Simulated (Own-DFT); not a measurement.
# Point defects and the pressure they add: C11b WSi2

Everything here is calculated. The program is Own-DFT (plane waves, in-house, since retired, never reviewed by a person); positions were held fixed, and spin and spin-orbit coupling were off.

Method: PBE; PseudoDojo norm-conserving scalar-relativistic files; cutoff 50 hartree; 5 x 5 x 5 k mesh centred on Gamma; cold (Marzari-Vanderbilt) smearing of 0.2 eV.

Keep in mind: forces on such cells failed a check on a denser k mesh; stress not checked against mesh or cutoff.

All runs share one cell, with vectors in Å (-2.148, -5.953, 3.409); (-6.444, 2.976, 1.136); (-2.553, -2.948, -6.757) and a volume of 403.2 Å³. Atoms were moved at random from their sites; u is the rms move along one axis. The defect's site can differ from row to row.

```
              cell  formula   u (Å)  P (GPa)
         no defect  Si20W10  0.0190     4.48
         no defect  Si20W10  0.0501     6.31
         no defect  Si20W10  0.0514     6.08
    one Si vacancy  Si19W10  0.0276     3.27
    one Si vacancy  Si19W10  0.0301     2.88
    one Si vacancy  Si19W10  0.0477     4.64
one Si on a W site   Si21W9  0.0286     6.33
one Si on a W site   Si21W9  0.0351     6.29
one Si on a W site   Si21W9  0.0496     7.17
one W on a Si site  Si19W11  0.0286    10.00
one W on a Si site  Si19W11  0.0305     9.95
one W on a Si site  Si19W11  0.0476    10.75
one W on a Si site  Si19W11  0.0497        ?
```

## What the rows give

P = P0 + c u² + a shift for each defect gives P0 = 4.26 GPa, c = 740 ± 97 GPa/Å² and a scatter of 0.26 GPa. The shifts, and each times the cell's volume:

- one W on a Si site: 4.98 ± 0.22 GPa, 12.5 eV
- one Si on a W site: 1.22 ± 0.22 GPa, 3.1 eV
- one Si vacancy: -1.64 ± 0.22 GPa, -4.1 eV

Positive is outwards. The product with the volume (160.2 GPa Å³ to the eV) is nearly free of the cell's size; divided by the bulk modulus at the cell's pressure it gives the volume that the defect adds. The atoms around the defects weren't relaxed, which would change these numbers.

## Check

Asked: what pressure belongs in the blank (one W on a Si site, u = 0.0497 Å)?

From the fit: 11.07 ± 0.32 GPa. DFT gave 10.30 GPa.
